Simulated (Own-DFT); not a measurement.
GaN (wurtzite, strained, atoms displaced) (calculated)

Computed with Own-DFT development build. A calculation, not a measurement: plane-wave PBE density functional theory by an unreviewed code, no spin, of a simulated periodic cell, stress positive in tension, free energy of the whole cell less one offset for each atom, forces on such cells passed a denser k mesh, this cell's mesh not checked; offsets are fitted by least squares, one for each functional and potential file, so energies compare only between cells with the same atoms and settings and are not formation energies; the far tail of each file's local potential was reset to the Coulomb form; each entry is a single point on an unrelaxed cell, so the pressure reflects the starting lattice, mostly measured values (interpolated for alloys), from which strain is counted, and rises with the displacements; printed positions are rounded, which can move forces by about a meV/angstrom; the program, named Own-DFT, is a retired in-house code; no spin-orbit coupling.

Settings shared by all entries: functional PBE; potential files PseudoDojo norm-conserving, scalar-relativistic, standard set with the stringent files for Ga; wave cutoff 96 hartree; occupations Gaussian; smearing width 0.01 eV; k mesh 3 x 4 x 3 centred on Gamma.

(1) GaN (wurtzite, strained, atoms displaced)

```
cell vectors (Å)
  12.7560     0.0000     0.0000
  -4.7835     8.2853     0.0000
   0.0000     0.0000    10.6033
atoms (fractions of the cell vectors)
Ga  0.08497  0.21495  0.99621
Ga  0.16280  0.10928  0.24976
N   0.08441  0.22722  0.18613
N   0.15892  0.10865  0.44217
Ga  0.08011  0.21414  0.49304
Ga  0.16139  0.09905  0.74651
N   0.08373  0.22324  0.67855
N   0.16123  0.10387  0.93495
Ga  0.08920  0.56875  0.00229
Ga  0.17184  0.45646  0.25314
N   0.08674  0.56162  0.19471
N   0.16252  0.43514  0.44333
Ga  0.08829  0.54874  0.49353
Ga  0.16364  0.45105  0.75021
N   0.07671  0.56138  0.69045
N   0.16099  0.42758  0.93206
Ga  0.08104  0.88490  0.00631
Ga  0.15702  0.78503  0.25282
N   0.08559  0.88200  0.18574
N   0.17051  0.78369  0.44942
Ga  0.07876  0.89206  0.50000
Ga  0.16414  0.77099  0.75462
N   0.08731  0.89154  0.69104
N   0.16701  0.78395  0.94786
Ga  0.33151  0.21770  0.99749
Ga  0.41628  0.11808  0.24404
N   0.34101  0.22482  0.18457
N   0.41173  0.10622  0.43033
Ga  0.33671  0.22167  0.50028
Ga  0.41341  0.10000  0.75185
N   0.32939  0.21211  0.68577
N   0.42072  0.11378  0.94277
Ga  0.33579  0.56202  0.00433
Ga  0.41322  0.44455  0.25061
N   0.33752  0.55565  0.19582
N   0.41762  0.43452  0.44080
Ga  0.33244  0.55164  0.50258
Ga  0.41798  0.44222  0.75726
N   0.33142  0.55726  0.69124
N   0.41228  0.44564  0.94017
Ga  0.33387  0.89154  0.00247
Ga  0.41817  0.77454  0.24865
N   0.32627  0.88814  0.19600
N   0.41673  0.78890  0.44570
Ga  0.33139  0.89139  0.50903
Ga  0.41707  0.77918  0.75499
N   0.33536  0.87854  0.68863
N   0.41569  0.76803  0.93484
Ga  0.59004  0.22417  0.99669
Ga  0.66412  0.10692  0.25324
N   0.58265  0.22838  0.18487
N   0.67636  0.11915  0.44020
Ga  0.58143  0.21910  0.49889
Ga  0.66883  0.11610  0.74353
N   0.57592  0.21001  0.69197
N   0.66317  0.10859  0.94201
Ga  0.58509  0.55708  0.99163
Ga  0.66302  0.44578  0.24751
N   0.58918  0.56204  0.19200
N   0.67110  0.44917  0.44006
Ga  0.57734  0.55285  0.49903
Ga  0.67038  0.44765  0.75076
N   0.58520  0.55701  0.69393
N   0.66632  0.44562  0.92769
Ga  0.56578  0.87384  0.00486
Ga  0.67644  0.78710  0.25118
N   0.58309  0.88025  0.18868
N   0.67402  0.77916  0.43367
Ga  0.58358  0.89345  0.50410
Ga  0.67064  0.77843  0.74009
N   0.57480  0.88259  0.68341
N   0.67161  0.77775  0.93702
Ga  0.84018  0.23297  0.00692
Ga  0.91792  0.10753  0.24802
N   0.83152  0.21597  0.19082
N   0.91887  0.10502  0.43507
Ga  0.83187  0.23190  0.49970
Ga  0.92293  0.10986  0.75530
N   0.83015  0.22490  0.70059
N   0.90604  0.11155  0.94116
Ga  0.83715  0.54933  0.00242
Ga  0.92016  0.44482  0.24200
N   0.83213  0.54836  0.18880
N   0.91929  0.43827  0.43728
Ga  0.83235  0.55741  0.48940
Ga  0.91178  0.44555  0.75165
N   0.83505  0.55712  0.68341
N   0.91428  0.44376  0.94632
Ga  0.83007  0.88819  0.99599
Ga  0.91731  0.78126  0.24863
N   0.84042  0.89294  0.18577
N   0.91956  0.76919  0.43861
Ga  0.84061  0.89332  0.50088
Ga  0.90802  0.77024  0.74692
N   0.83741  0.88936  0.68506
N   0.91847  0.77100  0.93535
```

```
free energy of cell above offsets : -4.826 eV
pressure                          : 3.01 GPa
stress xx                         : -5.67 GPa
stress yy                         : -5.96 GPa
stress zz                         : 2.61 GPa
stress yz                         : 0.44 GPa
stress xz                         : -0.59 GPa
stress xy                         : 0.48 GPa
```

Force:
```
element  x (eV/Å)  y (eV/Å)  z (eV/Å)
     Ga    -1.499     0.066      0.68
     Ga     0.612     0.619     0.158
      N      0.53     0.062     0.006
      N     2.305    -0.056    -1.642
     Ga     -0.91     0.799     1.368
     Ga     -0.23     2.151      0.33
      N    -0.062    -0.047     1.186
      N     0.978     -0.19     0.224
     Ga      0.36    -2.189      0.22
     Ga    -0.153    -1.309     0.163
      N     0.094     0.105    -0.905
      N     1.479     0.711    -1.309
     Ga    -2.093      1.53     1.284
     Ga     0.398    -0.939    -0.586
      N     1.008    -1.237    -0.399
      N    -0.315     2.546     1.139
     Ga    -0.744     0.489    -1.258
     Ga     4.187    -1.572     2.327
      N     -3.48     2.223    -0.231
      N     -1.13    -0.938    -1.364
     Ga     1.705     -0.76     1.165
     Ga    -0.226     1.309    -0.212
      N    -0.796    -2.027    -0.719
      N     0.967    -0.227    -1.471
     Ga    -0.199     0.421     0.102
     Ga     1.394    -1.387     0.816
      N    -2.744      0.38    -0.188
      N     0.702     0.638     0.823
     Ga    -0.685     -1.26     0.428
     Ga    -0.494     0.443     0.315
      N     0.404      0.73     0.614
      N    -0.433    -0.608    -0.773
     Ga    -0.677     -2.38    -0.159
     Ga     2.202    -0.366     0.253
      N     -1.22     0.248    -1.232
      N    -1.525     1.142    -0.836
     Ga     0.068       0.7       0.5
     Ga    -0.868    -0.263    -0.974
      N      0.56    -0.508    -0.211
      N     0.773    -0.332     0.276
     Ga     0.114     0.168     0.881
     Ga    -1.158     1.327     1.714
      N      1.22    -0.204    -1.194
      N     1.015    -1.589     -1.28
     Ga     0.285     0.145    -0.999
     Ga     0.628    -1.069    -0.978
      N    -1.722     0.708     1.051
      N     -2.11      0.68     0.421
     Ga    -0.821     0.393      0.37
     Ga    -0.217      0.58    -0.604
      N      0.86    -0.858     0.262
      N    -1.953    -1.362    -0.534
     Ga     -0.34     0.351     0.175
     Ga    -0.552    -1.631     1.794
      N      0.07     1.548    -1.153
      N     0.983    -0.733    -0.498
     Ga     0.053    -0.197     1.063
     Ga     0.818    -0.119     0.699
      N    -1.196    -0.008    -0.998
      N     -1.33    -1.134    -0.511
     Ga     1.665     0.847     0.463
     Ga    -0.182    -0.863    -1.135
      N    -0.362    -0.606    -1.169
      N     0.633    -0.125     1.739
     Ga     3.487     2.482    -0.267
     Ga    -0.167    -1.078    -0.081
      N    -0.618     0.834     0.075
      N    -0.941     0.075     1.115
     Ga     0.492    -0.431    -0.916
     Ga    -1.056     0.575     1.187
      N     1.772      0.86     0.908
      N    -1.868    -0.192    -0.743
     Ga    -1.341     -1.93    -0.137
     Ga    -0.196     0.914     0.442
      N     0.039     0.418    -0.006
      N     -1.31     0.605    -0.211
     Ga     2.172    -0.969     1.228
     Ga    -1.065     0.709    -0.368
      N     1.655    -0.106    -1.794
      N     2.423    -0.381    -0.547
     Ga      -2.3     1.086     0.144
     Ga    -0.372     -0.91     1.419
      N    -0.246      1.02    -0.072
      N    -0.309     1.694    -0.806
     Ga     1.377    -1.197     1.348
     Ga      0.53     0.065     0.398
      N    -0.608    -0.543    -0.377
      N     1.711     0.694     -1.22
     Ga     1.051       0.1     0.426
     Ga     0.341    -1.168     0.235
      N      -0.3    -0.419    -0.494
      N    -1.019     1.575    -1.104
     Ga    -0.454    -0.839    -0.366
     Ga     1.875     0.622     0.742
      N    -0.605     0.441     0.032
      N    -0.793     0.431     0.326
```

(2) GaN (wurtzite, strained, atoms displaced)

```
cell vectors (Å)
  12.7560     0.0000     0.0000
  -4.7835     8.2853     0.0000
   0.0000     0.0000    10.6033
atoms (fractions of the cell vectors)
Ga  0.09041  0.22933  0.00722
Ga  0.16330  0.10094  0.25480
N   0.08952  0.22378  0.19448
N   0.17454  0.12208  0.43815
Ga  0.08209  0.22455  0.49889
Ga  0.17082  0.11129  0.74529
N   0.08528  0.22493  0.68900
N   0.16739  0.11589  0.92967
Ga  0.08825  0.56801  0.99988
Ga  0.16967  0.44488  0.25291
N   0.08378  0.55148  0.19359
N   0.15993  0.43978  0.43713
Ga  0.07767  0.54657  0.50495
Ga  0.16507  0.44529  0.74900
N   0.08406  0.56097  0.69421
N   0.16545  0.44440  0.93746
Ga  0.08660  0.88089  0.99715
Ga  0.16661  0.78217  0.25684
N   0.08745  0.89308  0.18688
N   0.16539  0.77817  0.43019
Ga  0.08714  0.88643  0.50107
Ga  0.17003  0.78764  0.75457
N   0.08642  0.89225  0.68356
N   0.17157  0.77357  0.92600
Ga  0.33004  0.21063  0.01177
Ga  0.42195  0.11286  0.24872
N   0.33520  0.22792  0.19608
N   0.42195  0.10569  0.42859
Ga  0.33891  0.23451  0.49797
Ga  0.41394  0.10214  0.75320
N   0.32895  0.22105  0.69113
N   0.41995  0.11243  0.94374
Ga  0.33678  0.54947  0.00243
Ga  0.42016  0.45042  0.24672
N   0.33406  0.54990  0.19865
N   0.42099  0.44294  0.44417
Ga  0.33400  0.55941  0.50088
Ga  0.41166  0.44222  0.74455
N   0.33334  0.55502  0.69481
N   0.42082  0.44581  0.92986
Ga  0.32607  0.88441  0.00086
Ga  0.42228  0.77240  0.24479
N   0.32727  0.88785  0.18924
N   0.41872  0.77922  0.43249
Ga  0.33302  0.88126  0.49818
Ga  0.41371  0.77578  0.75142
N   0.33204  0.88713  0.68733
N   0.41481  0.77245  0.93295
Ga  0.58565  0.22517  0.00160
Ga  0.66483  0.10549  0.24993
N   0.59002  0.23116  0.19197
N   0.66109  0.10618  0.44313
Ga  0.58082  0.22487  0.49133
Ga  0.66353  0.11336  0.75004
N   0.58490  0.22706  0.69215
N   0.66979  0.10908  0.92785
Ga  0.58444  0.55137  0.99336
Ga  0.66076  0.45151  0.24728
N   0.58189  0.54615  0.19152
N   0.65204  0.43126  0.43542
Ga  0.58616  0.55449  0.50269
Ga  0.66347  0.43582  0.74859
N   0.57755  0.55240  0.68076
N   0.65822  0.43998  0.94369
Ga  0.57455  0.88207  0.00243
Ga  0.67183  0.77808  0.25384
N   0.58921  0.88935  0.18323
N   0.67640  0.78313  0.43666
Ga  0.58308  0.88516  0.50075
Ga  0.66832  0.78356  0.75746
N   0.58406  0.88912  0.69247
N   0.66373  0.76937  0.93766
Ga  0.83278  0.21545  0.00499
Ga  0.91115  0.10673  0.24872
N   0.83451  0.22433  0.18240
N   0.91443  0.10985  0.44174
Ga  0.83605  0.23002  0.49584
Ga  0.92012  0.11646  0.74916
N   0.83198  0.22268  0.68196
N   0.91948  0.09996  0.92789
Ga  0.82932  0.55281  0.00011
Ga  0.92099  0.44243  0.25808
N   0.83638  0.56022  0.19611
N   0.91478  0.43730  0.44148
Ga  0.82869  0.55625  0.49733
Ga  0.91932  0.44886  0.74859
N   0.83361  0.55188  0.68407
N   0.91468  0.44695  0.93663
Ga  0.83712  0.89318  0.00219
Ga  0.91441  0.77693  0.24673
N   0.83520  0.88913  0.19146
N   0.90664  0.76473  0.44348
Ga  0.82796  0.88586  0.50231
Ga  0.91829  0.78360  0.74940
N   0.83837  0.89015  0.69031
N   0.91946  0.77756  0.93559
```

```
free energy of cell above offsets : -5.614 eV
pressure                          : 2.74 GPa
stress xx                         : -4.03 GPa
stress yy                         : -5.76 GPa
stress zz                         : 1.55 GPa
stress yz                         : 0.4 GPa
stress xz                         : -0.43 GPa
stress xy                         : 0.3 GPa
```

Force:
```
element  x (eV/Å)  y (eV/Å)  z (eV/Å)
     Ga     -0.48    -0.912    -0.759
     Ga     0.337     1.794     0.234
      N    -0.984    -0.567    -0.609
      N    -0.713    -1.429     0.226
     Ga     0.368     -0.85     0.562
     Ga    -1.559     0.117      0.53
      N     0.082     0.002      -0.7
      N     0.828    -0.969     1.489
     Ga    -0.224    -2.582     0.568
     Ga    -0.626    -0.331     0.198
      N     0.019      1.03    -0.899
      N     0.862     1.133     0.393
     Ga     0.225     1.149     0.101
     Ga     0.203    -0.145     0.569
      N     0.436     0.235     -1.03
      N     0.221     0.571     0.552
     Ga    -1.096     1.312    -0.046
     Ga     0.168     -0.96    -1.477
      N     -0.46    -1.271    -0.569
      N     0.475    -0.732     2.369
     Ga    -1.157     0.554    -0.313
     Ga    -0.264     -0.89    -2.423
      N    -0.087    -0.427     0.492
      N    -1.056     0.878     2.158
     Ga    -0.399     1.226    -1.277
     Ga    -0.475    -0.044     -0.22
      N      0.19    -0.914    -0.657
      N    -1.711    -0.341      1.39
     Ga     0.689    -2.366     0.699
     Ga    -0.147     1.685    -0.059
      N     1.942      0.02    -1.195
      N    -0.424    -0.968    -0.419
     Ga     -0.58    -0.072    -0.613
     Ga     0.537    -1.269     1.637
      N    -0.408     0.938     -1.79
      N    -1.102     2.045    -1.336
     Ga     0.177    -0.788     0.181
     Ga     1.099     -0.08     0.707
      N    -0.998     0.423    -1.565
      N    -0.513    -0.843     1.325
     Ga     1.838     0.672     0.497
     Ga    -1.347     0.924     0.513
      N     1.533    -0.146      -0.7
      N     0.324    -0.697     0.233
     Ga    -0.527     1.122    -0.246
     Ga     0.733     0.102    -0.239
      N     0.275    -0.109    -0.495
      N    -0.777     0.125     1.411
     Ga     0.665    -0.964     0.315
     Ga    -0.123     1.092     0.646
      N     0.133    -1.139    -0.929
      N     0.933     0.424    -1.114
     Ga     0.662    -1.621     1.621
     Ga     1.072     0.008    -0.932
      N    -0.843    -1.812    -1.191
      N    -0.611    -0.148      2.29
     Ga     -1.58     0.493     0.974
     Ga     3.455    -1.424     1.436
      N    -2.137     2.886     -1.71
      N     1.594     2.435    -0.584
     Ga    -0.478     0.522    -0.211
     Ga    -0.356     2.078     0.342
      N      0.92     0.597     1.569
      N     2.235     0.099     -1.31
     Ga     1.295      0.71    -1.392
     Ga    -0.397    -0.606    -0.456
      N    -0.388    -0.556     0.578
      N    -2.458    -1.428    -0.349
     Ga      0.26     0.307     0.644
     Ga     0.425      -0.8    -1.048
      N    -0.505    -0.175    -0.822
      N     0.165     1.217      0.91
     Ga     0.267     0.545    -2.161
     Ga      1.02     1.058     0.865
      N    -0.101     -0.48      1.43
      N     0.168    -0.123    -0.976
     Ga    -0.544    -2.642     1.345
     Ga    -0.449    -0.228    -0.731
      N     0.284     0.202      0.63
      N    -0.622     1.702     2.076
     Ga     0.312     0.144      0.36
     Ga    -0.886     0.321    -0.914
      N    -0.182    -1.144    -0.957
      N    -0.651      1.96    -0.832
     Ga    -0.006    -1.978     0.631
     Ga     -0.56     -0.95     0.398
      N    -0.769     0.611     0.389
      N     0.675    -0.329     0.421
     Ga     -0.13    -1.028    -0.499
     Ga     0.966      0.21     1.187
      N    -0.292     0.029    -0.998
      N     0.946     2.622    -1.323
     Ga     2.032     1.118     1.031
     Ga     0.612    -1.046    -0.125
      N    -1.374     0.172    -0.457
      N    -0.099    -0.296     0.528
```

(3) GaN (wurtzite, strained, atoms displaced)

```
cell vectors (Å)
  12.7560     0.0000     0.0000
  -4.7835     8.2853     0.0000
   0.0000     0.0000    10.6033
atoms (fractions of the cell vectors)
Ga  0.07473  0.21583  0.99849
Ga  0.17106  0.10719  0.24630
N   0.08707  0.21672  0.19501
N   0.16209  0.10634  0.44159
Ga  0.08150  0.22044  0.50285
Ga  0.16852  0.11551  0.74787
N   0.07926  0.22371  0.69058
N   0.16339  0.10959  0.93676
Ga  0.08514  0.56848  0.99434
Ga  0.16118  0.44109  0.25886
N   0.08058  0.56342  0.18449
N   0.16433  0.44056  0.43881
Ga  0.07830  0.55636  0.49783
Ga  0.17613  0.45050  0.74589
N   0.09042  0.55752  0.69584
N   0.16085  0.43904  0.95091
Ga  0.08033  0.89152  0.00088
Ga  0.16279  0.77366  0.25408
N   0.07404  0.88410  0.19065
N   0.17166  0.77285  0.43454
Ga  0.08598  0.89171  0.50549
Ga  0.16425  0.76968  0.74985
N   0.08743  0.89026  0.68439
N   0.16443  0.77776  0.93136
Ga  0.32668  0.21683  0.98754
Ga  0.41749  0.10907  0.25489
N   0.33115  0.22344  0.18906
N   0.41937  0.11482  0.42766
Ga  0.32929  0.23238  0.50729
Ga  0.40951  0.11290  0.75007
N   0.32617  0.21367  0.68797
N   0.41676  0.11190  0.94488
Ga  0.34063  0.56524  0.99605
Ga  0.41448  0.44336  0.23942
N   0.32881  0.55485  0.18859
N   0.42161  0.44072  0.44150
Ga  0.32634  0.55088  0.49015
Ga  0.40873  0.43677  0.74828
N   0.33923  0.56243  0.68183
N   0.41030  0.45079  0.93408
Ga  0.33696  0.89081  0.00458
Ga  0.42278  0.78949  0.25136
N   0.32461  0.87788  0.18609
N   0.41894  0.78058  0.43479
Ga  0.33773  0.89471  0.50347
Ga  0.41436  0.77119  0.74726
N   0.34359  0.89474  0.68239
N   0.41913  0.77886  0.93699
Ga  0.58781  0.22500  0.99670
Ga  0.66330  0.10353  0.25133
N   0.57964  0.22715  0.18851
N   0.67247  0.10899  0.43659
Ga  0.59175  0.22312  0.49273
Ga  0.66603  0.10911  0.74911
N   0.57936  0.22324  0.68839
N   0.66369  0.11254  0.93948
Ga  0.59462  0.56663  0.99910
Ga  0.66559  0.44440  0.25415
N   0.58352  0.55194  0.19099
N   0.66213  0.44262  0.43482
Ga  0.58082  0.54504  0.50348
Ga  0.66172  0.44659  0.74279
N   0.57682  0.55324  0.69225
N   0.66550  0.44304  0.93832
Ga  0.58482  0.88799  0.00263
Ga  0.66836  0.78164  0.24651
N   0.58287  0.88656  0.18884
N   0.67120  0.78009  0.43784
Ga  0.58713  0.89095  0.50516
Ga  0.67004  0.77794  0.74383
N   0.57711  0.88547  0.68117
N   0.66698  0.77461  0.93046
Ga  0.82943  0.21749  0.00274
Ga  0.91009  0.11010  0.25077
N   0.82945  0.21800  0.18724
N   0.92053  0.11677  0.43784
Ga  0.83801  0.22459  0.49915
Ga  0.92286  0.10873  0.75466
N   0.83427  0.22883  0.68906
N   0.91528  0.11691  0.92504
Ga  0.82189  0.55889  0.99901
Ga  0.91802  0.44412  0.24979
N   0.83145  0.55315  0.19058
N   0.90672  0.43944  0.43948
Ga  0.83346  0.56548  0.49389
Ga  0.91550  0.44214  0.75068
N   0.83604  0.54322  0.68745
N   0.92179  0.45769  0.93806
Ga  0.83159  0.89110  0.00121
Ga  0.92757  0.78042  0.26208
N   0.84387  0.88577  0.19583
N   0.91757  0.77284  0.44411
Ga  0.82644  0.88714  0.50622
Ga  0.91379  0.78144  0.75668
N   0.83352  0.88519  0.68249
N   0.91740  0.78328  0.94407
```

```
free energy of cell above offsets : -4.887 eV
pressure                          : 2.78 GPa
stress xx                         : -4.6 GPa
stress yy                         : -5.08 GPa
stress zz                         : 1.34 GPa
stress yz                         : 0.38 GPa
stress xz                         : 0.01 GPa
stress xy                         : -0.5 GPa
```

Force:
```
element  x (eV/Å)  y (eV/Å)  z (eV/Å)
     Ga     0.901     1.104     1.239
     Ga    -0.935     0.029     0.991
      N    -1.855     0.274    -0.891
      N      0.57      0.74    -0.333
     Ga     0.119    -0.243    -0.174
     Ga    -1.396    -1.404     0.539
      N     1.661     0.412    -0.662
      N    -0.606    -0.232    -0.595
     Ga     0.505    -1.709     1.006
     Ga     0.308     0.211    -2.255
      N     0.698    -1.325     0.471
      N    -0.931    -0.076     0.493
     Ga     0.323    -0.326     0.831
     Ga    -0.953    -0.614     1.544
      N    -0.859    -1.037    -1.758
      N     0.738      1.11    -1.731
     Ga     0.964    -0.493     0.381
     Ga    -0.009     0.462    -0.534
      N      3.03     1.215     -1.11
      N    -1.031     0.686     0.962
     Ga     0.339    -0.741    -0.642
     Ga     0.308     1.795    -0.234
      N    -0.697    -0.171     1.342
      N     0.399     1.783     0.713
     Ga     0.578     1.371     1.997
     Ga    -1.017     0.041    -1.981
      N      1.01    -0.631    -1.107
      N    -0.156    -0.098     2.867
     Ga      1.03    -1.717    -1.689
     Ga     2.125    -0.848     0.511
      N     0.234     1.459    -0.014
      N     -0.03     0.116    -1.342
     Ga    -2.203    -1.358     1.631
     Ga    -0.242     0.191     0.929
      N     0.502     0.776     0.164
      N    -1.849     0.697    -0.873
     Ga     1.746     1.264     0.399
     Ga     0.299      0.98     0.523
      N    -0.278    -1.559    -0.473
      N     2.338    -1.199    -0.308
     Ga    -0.805    -0.435    -0.584
     Ga    -1.184    -2.059     0.149
      N     0.716     1.334     0.244
      N     0.248    -0.098     0.399
     Ga     0.185      0.05    -1.161
     Ga    -0.013     1.426     0.511
      N    -1.404    -0.485     1.158
      N    -0.112     0.871    -0.443
     Ga    -1.401    -0.029     1.186
     Ga    -0.551     1.421    -0.079
      N     1.381    -1.012     -0.38
      N    -0.387    -0.041     -0.11
     Ga    -1.269    -0.468     0.842
     Ga    -0.417     0.415    -0.163
      N     0.192    -0.241    -0.437
      N     1.078    -0.872    -0.482
     Ga    -1.566    -2.014     0.581
     Ga     0.408     0.099    -0.647
      N    -0.446     1.159    -1.041
      N      1.09     0.295     0.754
     Ga    -0.386     1.395     -0.13
     Ga     1.581    -0.539      0.68
      N     0.385      0.21    -0.767
      N    -0.937     0.082    -1.136
     Ga      -0.3     0.116    -0.671
     Ga     1.216    -0.878     1.012
      N     0.445     0.346    -0.865
      N    -1.022    -0.962    -0.138
     Ga    -0.444    -0.703    -1.491
     Ga    -1.368     -0.02     0.204
      N     1.472     0.427     1.679
      N    -0.096       1.4     0.469
     Ga     0.039     1.758     -0.77
     Ga     2.011    -0.138     0.331
      N    -0.004     0.082    -0.151
      N    -0.473    -0.995      0.17
     Ga    -0.352    -0.254     0.904
     Ga    -2.043     0.311    -2.158
      N     0.676    -1.845    -0.372
      N    -0.284    -1.196     3.049
     Ga     2.969     0.014     0.995
     Ga     -0.73     0.094    -0.302
      N    -0.121     0.347    -0.081
      N     1.158     0.942    -0.664
     Ga     0.077    -2.544     1.561
     Ga     1.204     0.228     1.118
      N    -2.611     2.235     -0.54
      N     -1.38    -1.422     0.156
     Ga     0.497      0.39     0.598
     Ga    -2.302    -1.769    -0.121
      N    -2.318      0.38    -1.203
      N    -0.318     2.366    -0.353
     Ga     1.626     0.787    -1.732
     Ga     1.718    -1.244    -0.731
      N    -0.151     0.558     1.375
      N    -0.858    -0.207     -1.05
```
